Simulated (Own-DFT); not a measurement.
GaP (zincblende, atoms displaced) (calculated)

Computed with Own-DFT development build. A calculation, not a measurement: plane-wave PBE density functional theory by an unreviewed code, no spin, of a simulated periodic cell, stress positive in tension, free energy of the whole cell less one offset for each atom, forces on such cells passed a denser k mesh, this cell's mesh not checked; offsets are fitted by least squares, one for each functional and potential file, so energies compare only between cells with the same atoms and settings and are not formation energies; the far tail of each file's local potential was reset to the Coulomb form; each entry is a single point on an unrelaxed cell, so the pressure reflects the starting lattice, mostly measured values (interpolated for alloys), from which strain is counted, and rises with the displacements; printed positions are rounded, which can move forces by about a meV/angstrom; the program, named Own-DFT, is a retired in-house code; no spin-orbit coupling.

Common to all runs: functional PBE; potential files PseudoDojo norm-conserving, scalar-relativistic, standard set; wave cutoff 42 hartree; occupations Fermi-Dirac; smearing width 0.1 eV; k mesh 2 x 3 x 3 centred on Gamma.

(1) 
```cif
# cell vector a (Å): 16.3515 0.0000 0.0000
# cell vector b (Å): 0.0000 10.9010 0.0000
# cell vector c (Å): 0.0000 0.0000 10.9010
data_GaP
_symmetry_space_group_name_H-M 'P 1'
_symmetry_Int_Tables_number 1
_cell_length_a 16.3515
_cell_length_b 10.9010
_cell_length_c 10.9010
_cell_angle_alpha 90.000
_cell_angle_beta 90.000
_cell_angle_gamma 90.000
_cell_volume 1943.08
loop_
_atom_site_label
_atom_site_type_symbol
_atom_site_fract_x
_atom_site_fract_y
_atom_site_fract_z
_atom_site_occupancy
Ga1 Ga 0.99697 0.99660 0.99918 1
Ga2 Ga 0.00177 0.25103 0.25443 1
Ga3 Ga 0.16407 0.99377 0.24458 1
Ga4 Ga 0.16850 0.25144 0.00151 1
P1 P 0.08272 0.11723 0.12059 1
P2 P 0.08353 0.37056 0.36768 1
P3 P 0.25182 0.13022 0.37327 1
P4 P 0.25018 0.37309 0.12714 1
Ga5 Ga 0.99615 0.00470 0.49284 1
Ga6 Ga 0.99669 0.25320 0.75300 1
Ga7 Ga 0.16712 0.00216 0.74867 1
Ga8 Ga 0.16591 0.24408 0.50363 1
P5 P 0.08235 0.12792 0.62230 1
P6 P 0.08948 0.37477 0.86713 1
P7 P 0.25251 0.12329 0.86996 1
P8 P 0.24941 0.37773 0.62197 1
Ga9 Ga 0.00251 0.50562 0.00143 1
Ga10 Ga 0.00289 0.74915 0.25065 1
Ga11 Ga 0.16560 0.50505 0.24746 1
Ga12 Ga 0.16731 0.74689 0.99352 1
P9 P 0.08473 0.62444 0.13134 1
P10 P 0.08459 0.87490 0.36540 1
P11 P 0.24985 0.62292 0.37710 1
P12 P 0.25001 0.87247 0.12726 1
Ga13 Ga 0.00338 0.50035 0.49706 1
Ga14 Ga 0.99914 0.75471 0.75459 1
Ga15 Ga 0.16344 0.49380 0.75469 1
Ga16 Ga 0.16723 0.75322 0.49906 1
P13 P 0.08465 0.62290 0.62026 1
P14 P 0.08271 0.88055 0.86968 1
P15 P 0.24318 0.62825 0.87796 1
P16 P 0.24592 0.87830 0.62544 1
Ga17 Ga 0.34147 0.99757 0.00593 1
Ga18 Ga 0.33570 0.24849 0.24722 1
Ga19 Ga 0.49773 0.00783 0.24996 1
Ga20 Ga 0.49264 0.24889 0.99857 1
P17 P 0.42087 0.12206 0.12208 1
P18 P 0.41600 0.37744 0.37828 1
P19 P 0.58701 0.12290 0.37748 1
P20 P 0.57673 0.37380 0.12337 1
Ga21 Ga 0.33594 0.00304 0.49926 1
Ga22 Ga 0.33552 0.25314 0.74827 1
Ga23 Ga 0.49838 0.00187 0.75107 1
Ga24 Ga 0.50177 0.25292 0.49401 1
P21 P 0.41528 0.12742 0.62098 1
P22 P 0.41903 0.38090 0.87821 1
P23 P 0.57946 0.12934 0.87555 1
P24 P 0.58425 0.37472 0.62944 1
Ga25 Ga 0.33138 0.48886 0.99966 1
Ga26 Ga 0.33431 0.75726 0.25973 1
Ga27 Ga 0.49924 0.50028 0.25122 1
Ga28 Ga 0.49887 0.74892 0.00350 1
P25 P 0.41717 0.62780 0.12313 1
P26 P 0.41684 0.87461 0.36947 1
P27 P 0.58187 0.62836 0.37736 1
P28 P 0.58020 0.86894 0.12520 1
Ga29 Ga 0.33475 0.49375 0.50154 1
Ga30 Ga 0.33530 0.74870 0.75162 1
Ga31 Ga 0.50460 0.50174 0.75149 1
Ga32 Ga 0.49786 0.74994 0.50209 1
P29 P 0.42202 0.63166 0.61626 1
P30 P 0.41965 0.87414 0.87388 1
P31 P 0.58003 0.62696 0.87854 1
P32 P 0.58356 0.87894 0.63262 1
Ga33 Ga 0.66498 0.99678 0.99905 1
Ga34 Ga 0.66793 0.25210 0.24268 1
Ga35 Ga 0.83181 0.00314 0.24433 1
Ga36 Ga 0.83076 0.25311 0.99764 1
P33 P 0.75031 0.11957 0.13080 1
P34 P 0.74577 0.37312 0.37882 1
P35 P 0.91703 0.12409 0.37550 1
P36 P 0.92028 0.37390 0.12630 1
Ga37 Ga 0.66705 0.98816 0.49686 1
Ga38 Ga 0.66927 0.25561 0.75564 1
Ga39 Ga 0.83098 0.00370 0.75269 1
Ga40 Ga 0.83855 0.25296 0.50420 1
P37 P 0.74738 0.13280 0.63579 1
P38 P 0.74955 0.36975 0.87612 1
P39 P 0.91534 0.12556 0.87190 1
P40 P 0.91605 0.36913 0.62986 1
Ga41 Ga 0.66585 0.50537 0.99763 1
Ga42 Ga 0.66398 0.74411 0.24791 1
Ga43 Ga 0.83317 0.50072 0.24798 1
Ga44 Ga 0.83735 0.75282 0.00325 1
P41 P 0.74969 0.62638 0.12901 1
P42 P 0.75282 0.86894 0.37883 1
P43 P 0.92134 0.62619 0.39004 1
P44 P 0.92588 0.86467 0.12824 1
Ga45 Ga 0.66666 0.49804 0.50324 1
Ga46 Ga 0.66625 0.74531 0.74997 1
Ga47 Ga 0.83769 0.50164 0.75333 1
Ga48 Ga 0.82912 0.75297 0.49194 1
P45 P 0.74583 0.62663 0.63138 1
P46 P 0.75259 0.87689 0.87763 1
P47 P 0.91590 0.62154 0.87864 1
P48 P 0.92056 0.88081 0.63141 1
_calc_free_energy_of_cell_above_offsets '-50.075'  # eV
_calc_pressure 3.25  # GPa
_calc_stress_xx -3.25  # GPa
_calc_stress_yy -3.26  # GPa
_calc_stress_zz -3.23  # GPa
_calc_stress_yz 0.16  # GPa
_calc_stress_xz -0.21  # GPa
_calc_stress_xy 0.2  # GPa
```

Force:
```tsv
element	x (eV/Å)	y (eV/Å)	z (eV/Å)
Ga	0.221	0.297	-0.366
Ga	-0.265	-0.91	-0.939
Ga	0.875	0.955	0.113
Ga	-0.064	-0.729	-0.371
P	-0.13	0.994	0.181
P	0.734	0.691	1.065
P	-0.419	-0.895	-0.185
P	-0.146	0.051	0.198
Ga	1.102	-0.886	0.747
Ga	0.914	-0.54	-0.014
Ga	-0.256	0.372	-0.175
Ga	0.337	0.771	-0.658
P	-0.543	-0.447	0.472
P	-1.886	-0.898	1.896
P	0.323	0.16	0.917
P	-0.073	-0.347	0.64
Ga	0.315	-0.818	-0.083
Ga	0.032	-0.928	0.993
Ga	0.629	-0.775	0.598
Ga	-0.954	1.271	1.195
P	-0.158	0.523	-1.216
P	-0.351	0.089	1.467
P	0.327	0.142	0.02
P	0.372	-0.013	-0.602
Ga	0.165	-1.05	0.671
Ga	0.252	-0.851	-0.551
Ga	1.226	1.622	-1.623
Ga	-0.188	-0.204	-0.157
P	-0.13	0.362	0.885
P	0.262	-0.432	0.788
P	1.795	-1.459	-1.024
P	1.133	-0.27	-0.188
Ga	-1.402	-0.383	-0.75
Ga	0.056	0.086	0.223
Ga	1.054	-0.88	0.425
Ga	1.07	0.265	-0.138
P	-0.874	0.718	0.549
P	0.32	-0.443	-0.867
P	-0.144	0.147	-0.519
P	0.882	0.081	-0.143
Ga	-0.698	-0.4	-0.249
Ga	-0.245	0.149	0.024
Ga	0.002	0.467	-0.235
Ga	0.123	-0.338	0.645
P	0.76	0.145	0.294
P	-0.426	-0.379	-1.05
P	0.532	-0.154	0.14
P	-0.128	-0.157	-0.332
Ga	-0.16	1.573	0.203
Ga	-0.734	-1.349	-1.19
Ga	-0.117	0.408	0.019
Ga	-0.146	0.055	-0.367
P	-0.919	-0.569	0.545
P	0.683	0.962	1.235
P	0.162	-0.62	0.162
P	0.42	0.965	0.338
Ga	-0.242	1.047	0.116
Ga	-0.535	0.05	-0.341
Ga	-0.551	0.213	-0.405
Ga	1.224	1.425	-0.808
P	-1.503	-1.634	1.698
P	-0.253	-0.145	0.217
P	0.636	0.196	-0.199
P	-0.154	-0.636	-0.632
Ga	-0.288	0.159	0.169
Ga	-0.568	-0.044	0.561
Ga	1.093	-1.241	0.954
Ga	0.733	-0.691	0.776
P	-0.518	0.796	-1.505
P	1.025	0.072	-0.394
P	-0.774	0.577	-0.664
P	-0.503	0.104	-0.319
Ga	0.166	1.037	0.922
Ga	-1.178	-0.54	-0.176
Ga	0.166	-0.091	-0.457
Ga	-1.297	-0.645	-0.308
P	0.423	-1.019	-1.596
P	0.18	1.721	0.357
P	0.034	0.035	0.932
P	0.543	1.555	-0.455
Ga	-0.016	-0.653	0.389
Ga	0.1	0.55	0.443
Ga	0.388	-0.152	0.907
Ga	-0.499	-0.234	0.056
P	0.269	-0.066	-0.711
P	-1.066	1.118	-1.985
P	-1.018	0.214	-1.827
P	-1.674	1.273	-0.333
Ga	-0.347	0.441	0.006
Ga	-0.36	0.854	0.844
Ga	-0.933	-0.394	-0.392
Ga	1.458	-0.908	2.351
P	1.285	-0.565	-0.845
P	-0.324	-0.522	-0.064
P	0.468	0.738	-0.022
P	-1.114	-0.194	-0.914
```

(2) 
```cif
# cell vector a (Å): 16.3515 0.0000 0.0000
# cell vector b (Å): 0.0000 10.9010 0.0000
# cell vector c (Å): 0.0000 0.0000 10.9010
data_GaP
_symmetry_space_group_name_H-M 'P 1'
_symmetry_Int_Tables_number 1
_cell_length_a 16.3515
_cell_length_b 10.9010
_cell_length_c 10.9010
_cell_angle_alpha 90.000
_cell_angle_beta 90.000
_cell_angle_gamma 90.000
_cell_volume 1943.08
loop_
_atom_site_label
_atom_site_type_symbol
_atom_site_fract_x
_atom_site_fract_y
_atom_site_fract_z
_atom_site_occupancy
Ga1 Ga 0.99944 0.99941 0.00770 1
Ga2 Ga 0.99987 0.25276 0.25243 1
Ga3 Ga 0.17367 0.00665 0.25039 1
Ga4 Ga 0.16807 0.25030 0.99358 1
P1 P 0.08380 0.12927 0.12253 1
P2 P 0.08400 0.37087 0.37411 1
P3 P 0.24904 0.12708 0.37813 1
P4 P 0.24480 0.38044 0.12694 1
Ga5 Ga 0.99443 0.99748 0.50083 1
Ga6 Ga 0.99508 0.23945 0.75094 1
Ga7 Ga 0.16617 0.99801 0.75691 1
Ga8 Ga 0.16718 0.24730 0.50198 1
P5 P 0.08245 0.12006 0.63147 1
P6 P 0.08425 0.37677 0.87311 1
P7 P 0.25488 0.13251 0.86758 1
P8 P 0.24954 0.38085 0.62442 1
Ga9 Ga 0.99945 0.49950 0.00656 1
Ga10 Ga 0.00038 0.75177 0.24790 1
Ga11 Ga 0.16580 0.49318 0.24435 1
Ga12 Ga 0.16361 0.74518 0.00046 1
P9 P 0.08522 0.62586 0.12107 1
P10 P 0.08307 0.87376 0.38619 1
P11 P 0.25040 0.62272 0.37897 1
P12 P 0.25122 0.88109 0.12606 1
Ga13 Ga 0.00127 0.49613 0.50115 1
Ga14 Ga 0.00016 0.74471 0.75288 1
Ga15 Ga 0.16502 0.50189 0.74545 1
Ga16 Ga 0.16927 0.74481 0.49995 1
P13 P 0.08788 0.62558 0.62862 1
P14 P 0.08755 0.87783 0.86831 1
P15 P 0.25921 0.62084 0.88117 1
P16 P 0.25512 0.87493 0.61741 1
Ga17 Ga 0.33472 0.99769 0.00773 1
Ga18 Ga 0.33421 0.25028 0.25149 1
Ga19 Ga 0.49832 0.00155 0.24658 1
Ga20 Ga 0.50121 0.25131 0.99670 1
P17 P 0.41659 0.11941 0.12821 1
P18 P 0.41854 0.37383 0.37414 1
P19 P 0.58176 0.12083 0.37162 1
P20 P 0.58155 0.36761 0.11375 1
Ga21 Ga 0.34300 0.99795 0.49832 1
Ga22 Ga 0.33599 0.24762 0.74681 1
Ga23 Ga 0.49698 0.99498 0.75073 1
Ga24 Ga 0.49741 0.24106 0.50162 1
P21 P 0.41271 0.12603 0.62573 1
P22 P 0.42474 0.37920 0.87588 1
P23 P 0.58547 0.12714 0.88052 1
P24 P 0.57871 0.37273 0.62631 1
Ga25 Ga 0.33114 0.49229 0.99918 1
Ga26 Ga 0.33999 0.75431 0.25512 1
Ga27 Ga 0.49975 0.49949 0.24775 1
Ga28 Ga 0.50156 0.74837 0.00768 1
P25 P 0.42066 0.62389 0.12525 1
P26 P 0.41627 0.87702 0.37442 1
P27 P 0.58737 0.63093 0.36362 1
P28 P 0.58149 0.87743 0.12143 1
Ga29 Ga 0.33764 0.49815 0.50161 1
Ga30 Ga 0.33250 0.74247 0.74892 1
Ga31 Ga 0.50641 0.49653 0.74789 1
Ga32 Ga 0.49869 0.75673 0.50205 1
P29 P 0.41728 0.62281 0.63356 1
P30 P 0.41192 0.87565 0.87659 1
P31 P 0.58005 0.62159 0.86965 1
P32 P 0.57872 0.88228 0.62436 1
Ga33 Ga 0.66536 0.99900 0.99042 1
Ga34 Ga 0.67282 0.24867 0.24501 1
Ga35 Ga 0.83537 0.00372 0.25178 1
Ga36 Ga 0.82974 0.25578 0.99064 1
P33 P 0.75003 0.13115 0.13014 1
P34 P 0.75479 0.37553 0.38583 1
P35 P 0.91753 0.12788 0.36952 1
P36 P 0.91867 0.37047 0.12811 1
Ga37 Ga 0.67056 0.99750 0.49843 1
Ga38 Ga 0.66959 0.25194 0.75299 1
Ga39 Ga 0.83370 0.99849 0.74858 1
Ga40 Ga 0.83472 0.24522 0.50855 1
P37 P 0.74445 0.12073 0.62317 1
P38 P 0.74846 0.37708 0.86939 1
P39 P 0.91669 0.12315 0.87582 1
P40 P 0.91854 0.37774 0.62458 1
Ga41 Ga 0.67344 0.50295 0.00775 1
Ga42 Ga 0.66904 0.76521 0.24941 1
Ga43 Ga 0.83400 0.50398 0.24359 1
Ga44 Ga 0.83531 0.74359 0.00911 1
P41 P 0.75025 0.62966 0.12450 1
P42 P 0.74533 0.87542 0.37283 1
P43 P 0.91507 0.63335 0.36389 1
P44 P 0.91822 0.86968 0.11684 1
Ga45 Ga 0.66495 0.50325 0.50166 1
Ga46 Ga 0.66867 0.74635 0.76026 1
Ga47 Ga 0.83910 0.49817 0.75178 1
Ga48 Ga 0.83057 0.73839 0.49965 1
P45 P 0.75384 0.62638 0.62724 1
P46 P 0.75181 0.87402 0.87455 1
P47 P 0.91787 0.63280 0.87113 1
P48 P 0.91770 0.87906 0.62676 1
_calc_free_energy_of_cell_above_offsets '-49.437'  # eV
_calc_pressure 3.33  # GPa
_calc_stress_xx -3.29  # GPa
_calc_stress_yy -3.38  # GPa
_calc_stress_zz -3.32  # GPa
_calc_stress_yz -0.26  # GPa
_calc_stress_xz 0.67  # GPa
_calc_stress_xy -0.46  # GPa
```

Force:
```tsv
element	x (eV/Å)	y (eV/Å)	z (eV/Å)
Ga	0.668	0.165	-1.022
Ga	0.501	-0.403	-0.307
Ga	-1.325	-0.493	0.176
Ga	-0.029	0.181	0.009
P	0.187	-0.25	0.422
P	0.039	0.365	0.277
P	1.053	-0.061	0.264
P	1.406	-1.666	-0.764
Ga	0.85	0.61	-0.183
Ga	0.99	1.177	-0.134
Ga	1.475	0.626	-1.315
Ga	-0.245	0.147	0.582
P	-0.04	0.159	-0.783
P	-0.694	-0.201	-0.069
P	-0.506	-1.156	1.246
P	0.317	-0.78	-0.043
Ga	0.121	-0.03	-0.882
Ga	0.869	0.485	0.098
Ga	-0.459	1.4	1.266
Ga	1.272	0.807	-0.612
P	-0.607	-0.319	0.994
P	0.231	0.24	-1.325
P	0.392	-0.277	-0.991
P	-0.344	-1.318	0.204
Ga	0.189	0.898	-0.608
Ga	0.77	1.186	-0.874
Ga	0.866	-0.265	1.197
Ga	0.02	0.573	0.174
P	-1.148	0.196	-0.674
P	-1.239	-1.022	1.537
P	-2.012	0.437	-0.684
P	-0.516	-0.06	0.846
Ga	-0.32	0.606	-1.092
Ga	-0.426	0.121	-0.177
Ga	0.468	-0.447	0.458
Ga	-0.695	-0.997	0.094
P	-0.069	1.357	-0.578
P	0.119	-0.026	0.173
P	0.676	0.431	0.196
P	1.23	1.199	1.673
Ga	-1.618	0.459	0.066
Ga	-0.085	1.657	0.148
Ga	-0.046	0.848	0.574
Ga	0.386	0.409	-0.419
P	1.03	-0.48	0.104
P	-1.356	-0.594	-0.31
P	-0.606	-0.102	-1.335
P	1.189	-0.58	-0.76
Ga	1.125	0.006	0.629
Ga	-1.251	-0.856	-0.72
Ga	0.733	-0.312	-0.039
Ga	-0.326	0.082	-1.294
P	-1.139	-0.185	0.099
P	1.134	0.016	-0.144
P	-0.544	-0.229	1.018
P	0.547	0.315	0.079
Ga	-0.258	0.266	-0.033
Ga	-0.069	0.98	0.102
Ga	-0.994	0.403	0.017
Ga	0.206	-0.95	-0.166
P	0.681	-0.104	-1.04
P	0.654	-0.59	0.155
P	1.102	0.438	1.437
P	1.338	-0.803	0.2
Ga	0.6	0.012	1.129
Ga	-1.394	1.149	1.373
Ga	-0.314	-0.564	-0.531
Ga	0.549	-0.583	0.859
P	0.846	-1.403	-1.733
P	-0.53	0.192	-1.033
P	-0.045	-0.24	1.042
P	-0.852	0.557	-0.738
Ga	-1.602	0.123	-0.172
Ga	-1.069	-0.4	-0.597
Ga	-0.247	0.21	0.062
Ga	-0.038	0.085	-0.417
P	1.118	0.47	0.683
P	0.577	0.837	0.398
P	-0.716	-0.322	0.526
P	-0.007	-0.842	0.288
Ga	-1.502	-0.42	-1.09
Ga	-0.946	-1.062	-0.968
Ga	-0.069	-0.692	0.706
Ga	-0.2	0.531	-1.552
P	-0.208	0.013	0.855
P	2.104	0.345	0.702
P	0.366	-1.113	1.034
P	-0.255	0.717	1.371
Ga	0.03	-0.04	-0.12
Ga	-0.493	0.381	-1.026
Ga	-0.444	0.384	-0.139
Ga	0.618	1.574	-0.393
P	-0.985	-0.769	0.638
P	0.303	-0.138	0.584
P	-0.393	-1.316	1.26
P	-0.673	-1.361	-0.137
```

(3) 
```cif
# cell vector a (Å): 16.3515 0.0000 0.0000
# cell vector b (Å): 0.0000 10.9010 0.0000
# cell vector c (Å): 0.0000 0.0000 10.9010
data_GaP
_symmetry_space_group_name_H-M 'P 1'
_symmetry_Int_Tables_number 1
_cell_length_a 16.3515
_cell_length_b 10.9010
_cell_length_c 10.9010
_cell_angle_alpha 90.000
_cell_angle_beta 90.000
_cell_angle_gamma 90.000
_cell_volume 1943.08
loop_
_atom_site_label
_atom_site_type_symbol
_atom_site_fract_x
_atom_site_fract_y
_atom_site_fract_z
_atom_site_occupancy
Ga1 Ga 0.99835 0.00201 0.99911 1
Ga2 Ga 0.99724 0.24922 0.24477 1
Ga3 Ga 0.16334 0.99701 0.25742 1
Ga4 Ga 0.16359 0.24908 0.99388 1
P1 P 0.08249 0.12673 0.12863 1
P2 P 0.08652 0.38151 0.37651 1
P3 P 0.24639 0.12364 0.37532 1
P4 P 0.25252 0.37589 0.12616 1
Ga5 Ga 0.99840 0.00426 0.49535 1
Ga6 Ga 0.00092 0.25189 0.75614 1
Ga7 Ga 0.16694 0.99980 0.75335 1
Ga8 Ga 0.16838 0.24877 0.50148 1
P5 P 0.08125 0.11783 0.62128 1
P6 P 0.08381 0.37036 0.88012 1
P7 P 0.24908 0.13031 0.87488 1
P8 P 0.25215 0.37686 0.62064 1
Ga9 Ga 0.99891 0.49298 0.99663 1
Ga10 Ga 0.99991 0.73930 0.24924 1
Ga11 Ga 0.16625 0.49863 0.25644 1
Ga12 Ga 0.16410 0.74942 0.99885 1
P9 P 0.08368 0.61670 0.13008 1
P10 P 0.08222 0.86984 0.38097 1
P11 P 0.25327 0.62205 0.36658 1
P12 P 0.25237 0.86623 0.13219 1
Ga13 Ga 0.00101 0.50228 0.49379 1
Ga14 Ga 0.99577 0.74913 0.75501 1
Ga15 Ga 0.16295 0.49495 0.74703 1
Ga16 Ga 0.16578 0.75127 0.50058 1
P13 P 0.08094 0.62743 0.62849 1
P14 P 0.08205 0.87030 0.86963 1
P15 P 0.25173 0.62563 0.87433 1
P16 P 0.24729 0.87135 0.62298 1
Ga17 Ga 0.33278 0.00183 0.99749 1
Ga18 Ga 0.33693 0.24831 0.24749 1
Ga19 Ga 0.50337 0.00150 0.24397 1
Ga20 Ga 0.49735 0.25223 0.99540 1
P17 P 0.41851 0.12194 0.12890 1
P18 P 0.41770 0.38295 0.37923 1
P19 P 0.58460 0.12886 0.37049 1
P20 P 0.57981 0.36825 0.12973 1
Ga21 Ga 0.33137 0.98885 0.49183 1
Ga22 Ga 0.32702 0.25444 0.75205 1
Ga23 Ga 0.49980 0.99801 0.74419 1
Ga24 Ga 0.50589 0.25689 0.50372 1
P21 P 0.41423 0.13436 0.62819 1
P22 P 0.41493 0.36977 0.88095 1
P23 P 0.58560 0.12689 0.88529 1
P24 P 0.58697 0.37619 0.62354 1
Ga25 Ga 0.33755 0.50009 0.00125 1
Ga26 Ga 0.33601 0.75523 0.24726 1
Ga27 Ga 0.49962 0.50827 0.25897 1
Ga28 Ga 0.50081 0.75292 0.98896 1
P25 P 0.41870 0.62814 0.12754 1
P26 P 0.41708 0.87514 0.37955 1
P27 P 0.58524 0.62702 0.37834 1
P28 P 0.58211 0.87700 0.12838 1
Ga29 Ga 0.33566 0.50619 0.50274 1
Ga30 Ga 0.32974 0.75344 0.75144 1
Ga31 Ga 0.49823 0.50039 0.75995 1
Ga32 Ga 0.50010 0.75162 0.49420 1
P29 P 0.41731 0.62817 0.62130 1
P30 P 0.41712 0.87364 0.88261 1
P31 P 0.58210 0.61926 0.88141 1
P32 P 0.57883 0.87362 0.62037 1
Ga33 Ga 0.66228 0.99821 0.99848 1
Ga34 Ga 0.66605 0.25204 0.23938 1
Ga35 Ga 0.83624 0.99889 0.24341 1
Ga36 Ga 0.83778 0.25621 0.99572 1
P33 P 0.75178 0.11759 0.12126 1
P34 P 0.74565 0.37469 0.36816 1
P35 P 0.91708 0.12413 0.37292 1
P36 P 0.91836 0.36764 0.12610 1
Ga37 Ga 0.66245 0.00566 0.49351 1
Ga38 Ga 0.66582 0.25442 0.75472 1
Ga39 Ga 0.83473 0.00304 0.73572 1
Ga40 Ga 0.83554 0.25212 0.50101 1
P37 P 0.75292 0.13012 0.62034 1
P38 P 0.74841 0.37427 0.87608 1
P39 P 0.91894 0.12864 0.86727 1
P40 P 0.92195 0.37451 0.63479 1
Ga41 Ga 0.65928 0.49510 0.00488 1
Ga42 Ga 0.66806 0.75226 0.24924 1
Ga43 Ga 0.83644 0.49261 0.25527 1
Ga44 Ga 0.83306 0.74530 0.00513 1
P41 P 0.74812 0.62947 0.12436 1
P42 P 0.74706 0.87807 0.37344 1
P43 P 0.91668 0.62913 0.37340 1
P44 P 0.91910 0.87950 0.11944 1
Ga45 Ga 0.66838 0.49840 0.49903 1
Ga46 Ga 0.66859 0.75086 0.75349 1
Ga47 Ga 0.83540 0.50490 0.76064 1
Ga48 Ga 0.83043 0.75013 0.49599 1
P45 P 0.75408 0.62494 0.63340 1
P46 P 0.75149 0.87884 0.88263 1
P47 P 0.91413 0.61722 0.87213 1
P48 P 0.91899 0.87917 0.62496 1
_calc_free_energy_of_cell_above_offsets '-50.500'  # eV
_calc_pressure 3.17  # GPa
_calc_stress_xx -3.3  # GPa
_calc_stress_yy -3.18  # GPa
_calc_stress_zz -3.04  # GPa
_calc_stress_yz 0.3  # GPa
_calc_stress_xz -0.35  # GPa
_calc_stress_xy 0.56  # GPa
```

Force:
```tsv
element	x (eV/Å)	y (eV/Å)	z (eV/Å)
Ga	0.655	0.337	-0.561
Ga	0.985	-0.1	1.183
Ga	0.228	-0.252	-0.582
Ga	0.797	-0.127	1.616
P	0.315	-0.539	-0.535
P	-0.796	-1.43	0.04
P	0.891	0.061	-0.247
P	-0.515	-0.268	-0.287
Ga	0.172	-0.655	0.11
Ga	0.799	-0.525	-0.841
Ga	-0.089	-0.061	-0.608
Ga	-0.472	-0.033	0.135
P	0.523	1.094	0.726
P	-0.119	0.705	-0.887
P	-0.168	-0.882	0.09
P	-0.559	0.214	0.31
Ga	0.098	0.486	0.654
Ga	0.312	1.298	-0.394
Ga	0.795	-0.078	-0.849
Ga	0.33	-0.344	0.411
P	-0.147	0.231	-1.034
P	-0.608	0.166	-0.72
P	-0.204	0.789	1.06
P	-1.254	1.628	-1.257
Ga	-0.17	0.054	0.969
Ga	0.048	-0.136	-0.628
Ga	0.536	0.423	0.198
Ga	0.311	-1.054	-0.146
P	0.001	-0.183	-0.327
P	0.032	0.628	0.961
P	-0.522	-0.638	0.13
P	0.371	0.631	0.412
Ga	-0.21	-0.178	0.856
Ga	-0.384	0.311	0.665
Ga	-0.487	-0.011	1.152
Ga	0.367	-0.769	1.046
P	-0.283	0.302	-0.894
P	0.017	-0.941	-0.081
P	-0.465	0.319	-0.081
P	-0.757	1.127	-0.331
Ga	-0.338	1.462	1.165
Ga	0.768	0.015	-0.297
Ga	-0.366	0.703	0.747
Ga	-0.965	-0.536	-0.495
P	0.117	-0.846	-0.568
P	-0.309	0.617	-0.979
P	-0.739	0.029	-1.622
P	-0.263	0.542	1.021
Ga	-0.534	0.402	0.401
Ga	0.52	-0.886	0.744
Ga	0.094	-0.479	-0.625
Ga	0.246	-0.522	1.754
P	0.367	0.108	-0.51
P	0.592	0.061	-1.415
P	0.399	0.18	-0.185
P	0.223	-0.845	-0.817
Ga	-0.379	-0.131	-0.443
Ga	0.669	-0.177	-0.214
Ga	-0.175	-0.251	-1.085
Ga	-0.072	-0.427	0.444
P	0.225	0.172	1.116
P	-0.562	0.768	-1.609
P	0.378	0.723	-0.824
P	1.139	0.092	0.347
Ga	0.766	-0.186	0.718
Ga	0.722	-1.062	0.378
Ga	-0.398	-0.074	0.583
Ga	-0.78	-1.127	-0.013
P	-0.053	1.009	-0.285
P	0.762	-0.268	0.658
P	-0.344	0.391	-0.187
P	-0.475	1.205	-0.323
Ga	0.517	-0.25	0.722
Ga	0.217	-0.764	-0.431
Ga	-0.356	-0.023	1.245
Ga	0.153	0.524	-0.244
P	-1.237	-0.219	0.212
P	0.21	0.714	0.448
P	-0.711	-0.665	0.686
P	-0.809	0.736	-1.138
Ga	0.972	-0.084	0.348
Ga	-0.317	-0.037	0.115
Ga	-0.428	0.741	-0.636
Ga	0.273	0.496	-0.499
P	0.117	-1.356	0.383
P	0.588	0.11	-0.002
P	-0.575	-0.755	0.35
P	-0.017	-1.306	0.611
Ga	0.351	0.544	0.386
Ga	-0.263	0.194	0.093
Ga	-1.072	-1.713	-1.475
Ga	0.145	0.405	0.588
P	-0.468	-0.083	-0.896
P	0.159	-0.155	-1.072
P	1.195	1.521	1.804
P	-0.252	-0.84	-0.609
```
